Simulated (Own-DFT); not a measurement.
# Computed records: Hf$_{36}$O$_{71}$ (tetragonal hafnia with one neutral oxygen vacancy, atoms displaced)

A calculation, not a measurement: plane-wave PBE and HSE06 DFT by an unreviewed code, no spin, of a simulated cell at Gamma alone, so results move with cell size and shape, stress positive in tension, energies less offsets, not probed for a lower state with spin; hafnium file: forces about 75 meV/angstrom off all-electron values; oxygen file: force components 24 meV/angstrom off all-electron in a glass; k mesh not checked against a denser one; forces and stress are PBE's, HSE06 gives the energy alone, and its difference from PBE has offsets of its own; offsets are fitted by least squares, one for each functional and potential file, so energies compare only between cells with the same atoms and settings and are not formation energies; the far tail of each file's local potential was reset to the Coulomb form; each entry is a single point on an unrelaxed cell, so the pressure reflects the starting lattice, taken from the Materials Project, from which strain is counted, and rises with the displacements; printed positions are rounded, which can move forces by about a meV/angstrom; the program is a retired in-house code; no spin-orbit coupling. Program: Own-DFT development build.

Common to all runs: first functional PBE; second functional HSE06; exact exchange share 0.25; screening 0.11 1/bohr; exchange divergence Gygi-Baldereschi; potential files PseudoDojo norm-conserving, scalar-relativistic, made for PBE, standard set; wave cutoff 48 hartree; occupations fixed; k mesh 1 x 1 x 1 centred on Gamma.

(1) Hf$_{36}$O$_{71}$ (tetragonal hafnia with one neutral oxygen vacancy, atoms displaced)

```xyz
107
Lattice="10.7800 0.0000 0.0000 0.0000 10.7800 0.0000 0.0000 0.0000 10.4493" Properties=species:S:1:pos:R:3 Hf36O71
Hf     0.0490    10.7175    10.4011
Hf     1.8062     1.8010     2.6703
O      0.0538     1.7962     1.6600
O      1.8021     0.0345     3.6726
O      0.0002     1.7071     4.2300
O      1.7789    10.6957     1.0632
Hf     0.0459     0.0433     5.1772
Hf     1.8369     1.7787     7.8343
O      0.0358     1.7624     6.7953
O      1.8148    10.7433     8.8967
O     10.7736     1.8324     9.3836
O      1.7553     0.0787     6.2448
Hf     0.0199     3.6352     0.0043
Hf     1.8280     5.4722     2.5894
O     10.7584     5.4905     1.5302
O     10.7485     5.4553     4.2667
O      1.8070     3.5347     1.0370
Hf     0.0338     3.6423     5.2193
Hf     1.8821     5.3386     7.8162
O      0.0443     5.4135     6.8127
O      1.7579     3.6735     8.8423
O      0.0758     5.3554     9.4449
O      1.7498     3.4636     6.2737
Hf     0.0338     7.2056    10.4000
Hf     1.8450     8.9602     2.6350
O      0.0754     9.0877     1.6262
O      1.7536     7.1159     3.6318
O     10.6591     9.0313     4.2322
O      1.7794     7.0900     0.9719
Hf     0.0429     7.1392     5.2199
Hf     1.7205     8.9532     7.9124
O      0.0145     9.0239     6.7658
O      1.8817     7.1704     8.7285
O     10.7512     9.0139     9.3477
O      1.8341     7.1555     6.2319
Hf     3.6676    10.7136     0.0110
Hf     5.3531     1.8247     2.6832
O      3.6314     1.8273     1.5893
O      5.4308    10.7316     3.6267
O      3.6294     1.8263     4.1347
O      5.4219     0.0447     1.0212
Hf     3.6018    10.7037     5.1943
Hf     5.3715     1.7676     7.8694
O      3.5761     1.7455     6.7722
O      5.4396    10.7447     8.7694
O      3.6703     1.7834     9.4752
O      5.3216     0.0783     6.2641
Hf     3.6721     3.5543    10.3879
Hf     5.3699     5.3984     2.5924
O      3.5149     5.3981     1.6162
O      5.4011     3.5965     3.7295
O      3.5692     5.3874     4.1588
O      5.4461     3.5839     0.9766
Hf     3.7398     3.6007     5.2344
Hf     5.4294     5.3852     7.8934
O      3.6525     5.4595     6.8154
O      5.4551     3.5932     8.8868
O      3.5828     5.4019     9.3777
O      5.3428     3.6373     6.2952
Hf     3.6573     7.2105    10.4124
Hf     5.4009     8.9588     2.6346
O      3.5631     8.9408     1.6124
O      5.4113     7.2292     3.5874
O      3.6798     9.0281     4.1887
O      5.3665     7.2204     1.0337
Hf     3.6425     7.2774     5.2030
Hf     5.3686     8.9552     7.9455
O      3.6223     8.9736     6.8332
O      5.4394     7.1972     8.8567
O      3.6963     9.0314     9.4527
O      5.4062     7.2151     6.2759
Hf     7.1178     0.0541    10.3828
Hf     9.0103     1.8156     2.6540
O      7.1299     1.7775     1.6633
O      9.0450    10.7452     3.6365
O      7.2339     1.8081     4.2605
O      8.9330     0.0015     1.0232
Hf     7.1619     0.0209     5.2440
Hf     9.0930     1.7445     7.8407
O      7.2369     1.7107     6.8366
O      8.9338    10.7400     8.8699
O      7.1915     1.7967     9.5563
O      8.9456     0.0045     6.2929
Hf     7.2610     3.5811    10.3974
Hf     8.9477     5.4581     2.6231
O      7.2277     5.4538     1.6242
O      8.9979     3.6020     3.6507
O      7.2455     5.4153     4.2304
O      8.9560     3.6586     1.0099
Hf     7.2087     3.6432     5.2508
Hf     9.0166     5.3591     7.8141
O      7.0877     5.4566     6.8481
O      9.0196     3.6040     8.8056
O      7.1782     5.4062     9.3901
O      9.0231     3.6349     6.2224
Hf     7.1532     7.1285    10.4429
Hf     8.9515     9.0337     2.6111
O      7.2200     8.9766     1.5440
O      9.0368     7.1665     3.5822
O      7.2247     8.9119     4.2811
O      9.0601     7.2124     1.0105
Hf     7.1951     7.1271     5.2507
Hf     8.9855     9.0114     7.8826
O      7.2495     8.9068     6.9036
O      9.0636     7.2069     8.8371
O      7.2208     8.9318     9.3703
O      9.0157     7.0979     6.2848
```

| Item | Value |
| --- | --- |
| PBE energy of cell above offsets | -97.628 eV |
| HSE06 less PBE above offsets | 0.028 eV |
| PBE pressure | 2.23 GPa |
| PBE stress xx | 0.44 GPa |
| PBE stress yy | -4.45 GPa |
| PBE stress zz | -2.67 GPa |
| PBE stress yz | -0.21 GPa |
| PBE stress xz | -0.78 GPa |
| PBE stress xy | 0.04 GPa |

Force:
| element | x (eV/Å) | y (eV/Å) | z (eV/Å) |
| --- | --- | --- | --- |
| Hf | -0.815 | 1.298 | 1.817 |
| Hf | 0.047 | 1.258 | -0.767 |
| O | -0.924 | 0.049 | -0.368 |
| O | 0.592 | -1.501 | -0.119 |
| O | 0.093 | 3.164 | -0.95 |
| O | 1.59 | 0.413 | -0.87 |
| Hf | -1.294 | -2.185 | 1.603 |
| Hf | -1.007 | 0.257 | -0.81 |
| O | -0.519 | 0.088 | 0.584 |
| O | 0.169 | 0.505 | 0.222 |
| O | 0.079 | -0.831 | 0.53 |
| O | 1.722 | -0.468 | 0.205 |
| Hf | 0.444 | -0.368 | 0.819 |
| Hf | -1.889 | -2.398 | -0.291 |
| O | 0.314 | -0.845 | 0.987 |
| O | 0.345 | -2.017 | -1.049 |
| O | 0.43 | 0.264 | -0.456 |
| Hf | 0.167 | -0.512 | -0.424 |
| Hf | -0.63 | 0.907 | -1.002 |
| O | 0.183 | -0.464 | 0.302 |
| O | 0.892 | -2.398 | 0.491 |
| O | -0.453 | 1.213 | -0.509 |
| O | 1.591 | 0.967 | -0.754 |
| Hf | -1.424 | -1.319 | 0.685 |
| Hf | -2.11 | 1.115 | -0.17 |
| O | -0.67 | -0.702 | -0.44 |
| O | 0.528 | 2.529 | 0.321 |
| O | 1.165 | -1.341 | -0.323 |
| O | 1.327 | 1.049 | -0.286 |
| Hf | -0.81 | 2.193 | 1.006 |
| Hf | -0.163 | 0.625 | -2.884 |
| O | 0.383 | -0.439 | 1.16 |
| O | -0.167 | 0.404 | 1.751 |
| O | 0.907 | -0.589 | 0.466 |
| O | 0.383 | 0.462 | -0.809 |
| Hf | -1.604 | 1.752 | 1.543 |
| Hf | 0.455 | -0.582 | -0.849 |
| O | -0.329 | -0.177 | 0.069 |
| O | -0.02 | 0.663 | 0.177 |
| O | -0.148 | -0.291 | 0.883 |
| O | -1.066 | -0.741 | -0.246 |
| Hf | -0.82 | 2.449 | 1.586 |
| Hf | 0.383 | 0.155 | -1.633 |
| O | 0.823 | 0.721 | 0.998 |
| O | 0.049 | 1.206 | 1.734 |
| O | -0.083 | -0.618 | -1.106 |
| O | 1.055 | -0.328 | -0.574 |
| Hf | -1.095 | 0.641 | 1.6 |
| Hf | -0.374 | -0.323 | 0.044 |
| O | 2.688 | 0.046 | -0.888 |
| O | 0.274 | 0.914 | -0.55 |
| O | 0.368 | 0.184 | 0.476 |
| O | -0.38 | 0.903 | 0.706 |
| Hf | -2.87 | -0.036 | -0.716 |
| Hf | -1.125 | 0.115 | -0.571 |
| O | -0.124 | -0.727 | -0.298 |
| O | -0.449 | -0.389 | -0.282 |
| O | 0.624 | -0.118 | 0.845 |
| O | 2.138 | -0.537 | 0.698 |
| Hf | -1.43 | -0.977 | 0.314 |
| Hf | 1.325 | 0.839 | -1.044 |
| O | 1.039 | 0.028 | -0.414 |
| O | -0.35 | -1.545 | 0.578 |
| O | -0.633 | -1.319 | -0.79 |
| O | 0.147 | -0.559 | -0.173 |
| Hf | -0.371 | -1.736 | 1.717 |
| Hf | 1.539 | -0.514 | -2.912 |
| O | -0.888 | 0.188 | -0.139 |
| O | -0.613 | -0.802 | 1.309 |
| O | -0.012 | -1.357 | -0.278 |
| O | -0.461 | 0.174 | -0.807 |
| Hf | 2.143 | -2.273 | 1.734 |
| Hf | -0.272 | -0.805 | -0.569 |
| O | 0.897 | 0.356 | 0.208 |
| O | -1.071 | 1.384 | -0.018 |
| O | -0.273 | 0.282 | 0.079 |
| O | 0.687 | 0.167 | -0.675 |
| Hf | 0.748 | -0.449 | 0.823 |
| Hf | -0.258 | -0.433 | -0.662 |
| O | -1.043 | 0.932 | 0.909 |
| O | 0.322 | 1.407 | 0.467 |
| O | -0.142 | 0.681 | -1.815 |
| O | 0.603 | 0.167 | -0.582 |
| Hf | -0.362 | 0.425 | 1.017 |
| Hf | 1.886 | -0.657 | -0.388 |
| O | -1.74 | 0.272 | -0.504 |
| O | -0.092 | 0.229 | -0.103 |
| O | -0.558 | -0.842 | -0.495 |
| O | 0.64 | -0.56 | -0.096 |
| Hf | 0.546 | -0.963 | 0.009 |
| Hf | 0.375 | 1.602 | -0.508 |
| O | 1.882 | -0.803 | -0.635 |
| O | -0.602 | -0.47 | 0.516 |
| O | 0.183 | -0.403 | 0.352 |
| O | -0.968 | 0.204 | 0.368 |
| Hf | 1.917 | 1.658 | 0.339 |
| Hf | 1.15 | -0.501 | -0.183 |
| O | -1.459 | -0.35 | 0.707 |
| O | -0.44 | 0.882 | 0.504 |
| O | -0.222 | 0.915 | -0.651 |
| O | -0.993 | 0.18 | -0.716 |
| Hf | 0.991 | 1.59 | 1.387 |
| Hf | -0.035 | -0.721 | -1.61 |
| O | -1.615 | 0.391 | -0.654 |
| O | 0.023 | -1.237 | 0.371 |
| O | -0.62 | 0.291 | 1.307 |
| O | -0.368 | -0.233 | -0.911 |

(2) Hf$_{36}$O$_{71}$ (tetragonal hafnia with one neutral oxygen vacancy, atoms displaced)

```xyz
107
Lattice="10.7800 0.0000 0.0000 0.0000 10.7800 0.0000 0.0000 0.0000 10.4493" Properties=species:S:1:pos:R:3 Hf36O71
Hf     0.0378     0.0519    10.4345
Hf     1.7859     1.7622     2.5886
O     10.7405     1.7905     1.6177
O      1.7679    10.7188     3.6318
O      0.0179     1.8179     4.3252
O      1.8009    10.7167     1.0432
Hf    10.7406    10.7251     5.2596
Hf     1.9141     1.8350     7.8521
O     10.7736     1.8281     6.8908
O      1.7500     0.0517     8.8092
O      0.0049     1.8478     9.4060
O      1.7522     0.0300     6.2204
Hf    10.6884     3.6366     0.0137
Hf     1.7665     5.2466     2.6170
O      0.0866     5.3819     1.6658
O      1.7287     3.6309     3.6673
O      0.0353     5.4711     4.2982
O      1.8457     3.6293     1.0817
Hf     0.0503     3.5657     5.3461
Hf     1.7679     5.4815     7.9008
O     10.7794     5.3609     6.7727
O      1.6934     3.6050     8.7992
O     10.7619     5.4057     9.3903
O      1.8468     3.6296     6.2076
Hf    10.7540     7.1150     0.0423
Hf     1.7700     8.8828     2.5511
O      0.0318     8.9852     1.5842
O      1.8413     7.2004     3.6539
O     10.7576     8.9620     4.1993
O      1.7424     7.2346     1.0313
Hf    10.6947     7.2330     5.1925
Hf     1.8382     9.0499     7.7769
O      0.0559     8.9101     6.7443
O      1.8437     7.2371     8.9410
O     10.7367     8.9762     9.5107
O      1.7205     7.2187     6.2309
Hf     3.6065     0.0032     0.0267
Hf     5.4446     1.7846     2.6328
O      3.5888     1.7806     1.5897
O      5.3466     0.0035     3.7084
O      3.4725     1.7932     4.2140
O      5.4320     0.0100     1.0479
Hf     3.5850     0.0085     5.1733
Hf     5.4136     1.8530     7.7526
O      3.6234     1.8132     6.8392
O      5.4482     0.0245     8.8057
O      3.5940     1.8664     9.3917
O      5.4621    10.7750     6.2446
Hf     3.6606     3.5842    10.4460
Hf     5.3796     5.4332     2.5389
O      3.6031     5.3130     1.5655
O      5.5569     3.5947     3.7092
O      3.6467     5.3337     4.2441
O      5.4088     3.5650     1.0086
Hf     3.5717     3.6988     5.1862
Hf     5.4579     5.4174     7.8468
O      3.5950     5.3643     6.7678
O      5.3839     3.5667     8.8880
O      3.6751     5.4071     9.5203
O      5.4202     3.6175     6.3135
Hf     3.5583     7.2156    10.4133
Hf     5.3115     9.0435     2.6793
O      3.6430     8.9280     1.5745
O      5.3573     7.1033     3.7190
O      3.6158     8.9772     4.2140
O      5.3337     7.0874     1.0407
Hf     3.6690     7.2579     5.2278
Hf     5.3975     9.0212     7.7910
O      3.5400     9.0137     6.8689
O      5.3770     7.1827     8.8153
O      3.5750     8.9726     9.4463
O      5.4064     7.1381     6.3613
Hf     7.1310    10.6949     0.0241
Hf     8.8952     1.8063     2.6656
O      7.1505     1.7912     1.5670
O      8.9834     0.0921     3.6103
O      7.1819     1.8194     4.1832
O      8.9508     0.1332     1.1573
Hf     7.1001     0.0106     5.2302
Hf     8.9737     1.8244     7.8147
O      7.2370     1.7848     6.8535
O      7.2382     1.7799     9.4421
O      8.9736     0.0386     6.1987
Hf     7.1375     3.5609    10.3918
Hf     8.9312     5.3879     2.5961
O      7.2360     5.4264     1.5416
O      8.9692     3.6305     3.6544
O      7.1666     5.3168     4.2693
O      8.9976     3.5831     1.0096
Hf     7.1406     3.5061     5.2263
Hf     8.9933     5.3430     7.8247
O      7.1984     5.3554     6.8929
O      8.8647     3.5018     8.7727
O      7.1587     5.3936     9.3834
O      8.9489     3.6580     6.2514
Hf     7.1280     7.2220     0.0990
Hf     9.0414     8.9897     2.6528
O      7.2021     8.9916     1.6212
O      8.9137     7.2226     3.5830
O      7.1250     9.0782     4.1736
O      9.0625     7.1982     1.0854
Hf     7.2731     7.1107     5.2759
Hf     9.0375     8.9556     7.8413
O      7.1361     8.9364     6.8790
O      8.9419     7.1532     8.8507
O      7.2615     9.0174     9.4033
O      8.8860     7.2161     6.2395
```

| Quantity | Value |
| --- | --- |
| PBE energy of cell above offsets | -97.361 eV |
| HSE06 less PBE above offsets | 0.031 eV |
| PBE pressure | 2.34 GPa |
| PBE stress xx | -2.54 GPa |
| PBE stress yy | -1.55 GPa |
| PBE stress zz | -2.93 GPa |
| PBE stress yz | -0.46 GPa |
| PBE stress xz | 0.44 GPa |
| PBE stress xy | -0.06 GPa |

Force:
| element | x (eV/Å) | y (eV/Å) | z (eV/Å) |
| --- | --- | --- | --- |
| Hf | -1.527 | 0.205 | 0.215 |
| Hf | -0.647 | 0.023 | 0.926 |
| O | 0.905 | 0.249 | 0.18 |
| O | 0.376 | 0.031 | -0.405 |
| O | 0.095 | -0.667 | -0.548 |
| O | 0.908 | 0.553 | -0.632 |
| Hf | 0.393 | 1.495 | -0.782 |
| Hf | -1.973 | 0.454 | -0.305 |
| O | 0.663 | 0.372 | -0.378 |
| O | 0.471 | -0.63 | 0.81 |
| O | -0.557 | -0.278 | 1.192 |
| O | 1.124 | -0.276 | 0.257 |
| Hf | 2.121 | -1.483 | -0.221 |
| Hf | 1.493 | 2.016 | 0.556 |
| O | -2.585 | -0.081 | -1.282 |
| O | 0.265 | -1.656 | 0.262 |
| O | -0.389 | -1.002 | -0.947 |
| O | -0.914 | -0.532 | -0.917 |
| Hf | -0.872 | 0.565 | -0.923 |
| Hf | 0.53 | -0.663 | -1.647 |
| O | -0.007 | 0.355 | 1.436 |
| O | 0.699 | 0.987 | 0.438 |
| O | -0.221 | -0.458 | 0.31 |
| O | -0.041 | -0.482 | 0.731 |
| Hf | 0.361 | 1.681 | -0.501 |
| Hf | 0.152 | 0.34 | 0.648 |
| O | -1.071 | 0.242 | 0.423 |
| O | 0.272 | -0.458 | -0.443 |
| O | -0.667 | 0.494 | -0.863 |
| O | 1.038 | -0.128 | -0.166 |
| Hf | 1.754 | -1.155 | 0.741 |
| Hf | -1.781 | -0.673 | 1.068 |
| O | -1.355 | 0.75 | 0.928 |
| O | -0.159 | -0.285 | -0.831 |
| O | -0.471 | 0.068 | -0.81 |
| O | 1.388 | -0.191 | 0.266 |
| Hf | -0.31 | 0.409 | -0.439 |
| Hf | -0.552 | 1.212 | -0.172 |
| O | 0.605 | -0.294 | 0.002 |
| O | -0.274 | 0.813 | -0.509 |
| O | 0.588 | 0.304 | -0.1 |
| O | -1.684 | -0.391 | 0.523 |
| Hf | -1.173 | 0.92 | 0.455 |
| Hf | 0.221 | -0.034 | 1.318 |
| O | 0.498 | -0.657 | -0.882 |
| O | -0.603 | -0.043 | 0.652 |
| O | -0.301 | -1.599 | 0.36 |
| O | -2.454 | 0.004 | 0.442 |
| Hf | -0.892 | 0.81 | 0.454 |
| Hf | -0.246 | -0.724 | 1.079 |
| O | -0.081 | 0.329 | 0.964 |
| O | -1.421 | -0.549 | -1.523 |
| O | -0.021 | 2.09 | -1.488 |
| O | 0.055 | 0.111 | 0.708 |
| Hf | 0.499 | -1.594 | 1.59 |
| Hf | -1.152 | -0.315 | 0.012 |
| O | -0.324 | 0.357 | 1.236 |
| O | 0.322 | 0.13 | -0.017 |
| O | -0.581 | -0.413 | -1.046 |
| O | -0.502 | -0.615 | -0.363 |
| Hf | -0.536 | -0.512 | 0.528 |
| Hf | 1.551 | -1.328 | 0.188 |
| O | -0.398 | 0.381 | 0.048 |
| O | -0.068 | 1.427 | -0.842 |
| O | 0.674 | 0.707 | -0.228 |
| O | 0.846 | 0.365 | 0.105 |
| Hf | -1.222 | -2.404 | 0.629 |
| Hf | 0.154 | -0.705 | 1.1 |
| O | 1.82 | 0.013 | -1.555 |
| O | 0.166 | 1.369 | 1.251 |
| O | 0.263 | 1.449 | -0.136 |
| O | -0.052 | 0.53 | -1.354 |
| Hf | 2.297 | 1.562 | -0.386 |
| Hf | 1.267 | 0.33 | -0.988 |
| O | -0.283 | 0.527 | 0.577 |
| O | 0.274 | -1.821 | 0.964 |
| O | -0.258 | -1.648 | -0.215 |
| O | 0.181 | -1.21 | -2.281 |
| Hf | 2.641 | -0.362 | -0.435 |
| Hf | 1.206 | -2.185 | 0.378 |
| O | -1.268 | 0.146 | -1.284 |
| O | -0.153 | -0.831 | 0.183 |
| O | -0.616 | -0.786 | 0.63 |
| Hf | 0.686 | -0.049 | -0.351 |
| Hf | 1.119 | -0.555 | 1.11 |
| O | -0.889 | 0.159 | 0.204 |
| O | 0.073 | -0.023 | -0.555 |
| O | 0.689 | 1.477 | -0.386 |
| O | -1.135 | 0.632 | -0.019 |
| Hf | 0.789 | 1.686 | 0.517 |
| Hf | -0.13 | -0.221 | 0.065 |
| O | 0.322 | 0.634 | -1.074 |
| O | 0.642 | 2.665 | 1.563 |
| O | -0.099 | 0.116 | 1.189 |
| O | 0.367 | -0.362 | -0.119 |
| Hf | 1.098 | -0.505 | -1.387 |
| Hf | -0.262 | 1.611 | -0.878 |
| O | -0.797 | -0.618 | -0.402 |
| O | -0.3 | -0.804 | 1.157 |
| O | 0.201 | -1.344 | 0.709 |
| O | -1.449 | -0.192 | -0.335 |
| Hf | -3.266 | 0.33 | -1.415 |
| Hf | -0.365 | 0.53 | 0.842 |
| O | 1.41 | 0.367 | -0.758 |
| O | 0.385 | 0.26 | -0.118 |
| O | -0.114 | -0.817 | 0.646 |
| O | 2.557 | -0.036 | 0.871 |
